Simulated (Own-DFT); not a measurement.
# Device materials side by side: how hard are they to compress?

No measurement is shown. These are fixed-geometry runs of a retired plane-wave code named Own-DFT, which no person has reviewed; spin and spin-orbit coupling are neglected.

Keep in mind (not all hold for every row): forces on such cells moved up to 12 meV/angstrom on a denser k mesh; forces not confirmed at this smearing and k mesh; k mesh not checked against a denser one; stress not checked against mesh or cutoff.

All runs are PBE with PseudoDojo norm-conserving files; cutoff and k mesh are each material's own. Every cell starts from measured lattice constants and was given uniform random strains and small random moves of its atoms. Each triple is the change of volume in per cent, the rms move u in Å and the pressure in GPa.

- wurtzite AlN (Al64N64), 10.45 Å³/atom unstrained: (-2.77, 0.051, 12.45); (-1.31, 0.049, 8.59); (-0.92, 0.053, 8.67); (-0.39, 0.050, 6.36); (1.22, 0.050, 2.86); (1.51, 0.051, 2.45); (1.62, 0.050, 2.34)
- wurtzite GaN (Ga36N36), 11.42 Å³/atom unstrained: (-2.16, 0.050, 11.73); (-1.54, 0.052, 10.99); (0.32, 0.052, 6.67); (0.62, 0.051, 5.85); (0.98, 0.055, 5.22); (1.80, 0.043, 3.38); (2.26, 0.050, 2.66)
- diamond silicon (Si64), 20.02 Å³/atom unstrained: withheld
- zincblende GaAs (As32Ga32), 22.58 Å³/atom unstrained: (-2.84, 0.047, 6.56); (-2.03, 0.049, 6.01); (-1.89, 0.051, 5.52); (0.52, 0.050, 3.54); (1.55, 0.051, 2.89); (1.93, 0.046, 2.71); (3.12, 0.048, 1.80)
- zincblende InP (In32P32), 25.27 Å³/atom unstrained: (-3.25, 0.050, 6.21); (-1.82, 0.049, 5.23); (-1.21, 0.050, 4.70); (-1.07, 0.046, 4.60); (-0.98, 0.048, 4.69); (1.67, 0.049, 2.46); (3.38, 0.049, 1.31)
- grey tin (Sn64), 34.15 Å³/atom unstrained: (-2.92, 0.045, 5.35); (-2.51, 0.049, 5.10); (-1.05, 0.052, 4.38); (-0.94, 0.052, 4.24); (0.43, 0.048, 3.40); (0.90, 0.048, 3.11); (1.02, 0.049, 3.14)

## What the rows give

Fit a line to each set against the fractional change of volume; B is minus its slope, and u is nearly the same within a set. To take it to zero pressure, assume that B rises by 4 GPa for each GPa: B0 = B - 4 x (mean pressure). The bond length of an ideal tetrahedral crystal with the unstrained volume v is d = (√3/4)(8 v)^(1/3). Cohen's empirical rule reads B0 = (1971 - 220 L) d^(-3.5) GPa, with L = 0 for group IV crystals and SiC and 1 for III-V compounds.

```
                  material  L  d (Å)   B (GPa)  mean P (GPa)  B0 (GPa)  rule (GPa)
    wurtzite AlN (Al64N64)  1  1.893  233 ± 10           6.2  208 ± 10         188
    wurtzite GaN (Ga36N36)  1  1.950   214 ± 6           6.6   188 ± 6         169
    diamond silicon (Si64)  0  2.352         ?             ?         ?          99
zincblende GaAs (As32Ga32)  1  2.448    80 ± 3           4.1    64 ± 3          76
  zincblende InP (In32P32)  1  2.541    75 ± 1           4.2    59 ± 1          67
           grey tin (Sn64)  0  2.810    58 ± 1           4.1    41 ± 1          53
```

A line through ln[B0/(1971 - 220 L)] against ln d has a slope of -4.4 ± 0.1 and a scatter of 4 %. Against the rule, B0 stands at 111 % for wurtzite AlN, 111 % for wurtzite GaN, 84 % for zincblende GaAs, 88 % for zincblende InP, 78 % for grey tin. PBE tends to make silicon and heavier crystals too soft, and the rule itself is only a guide.

## The run left out

Question: what B0 does the fitted trend give for diamond silicon (Si64)?

Estimate: 90 GPa. Its own runs give B = 94 ± 3 GPa at a mean pressure of 2.5 GPa, so B0 = 84 GPa.
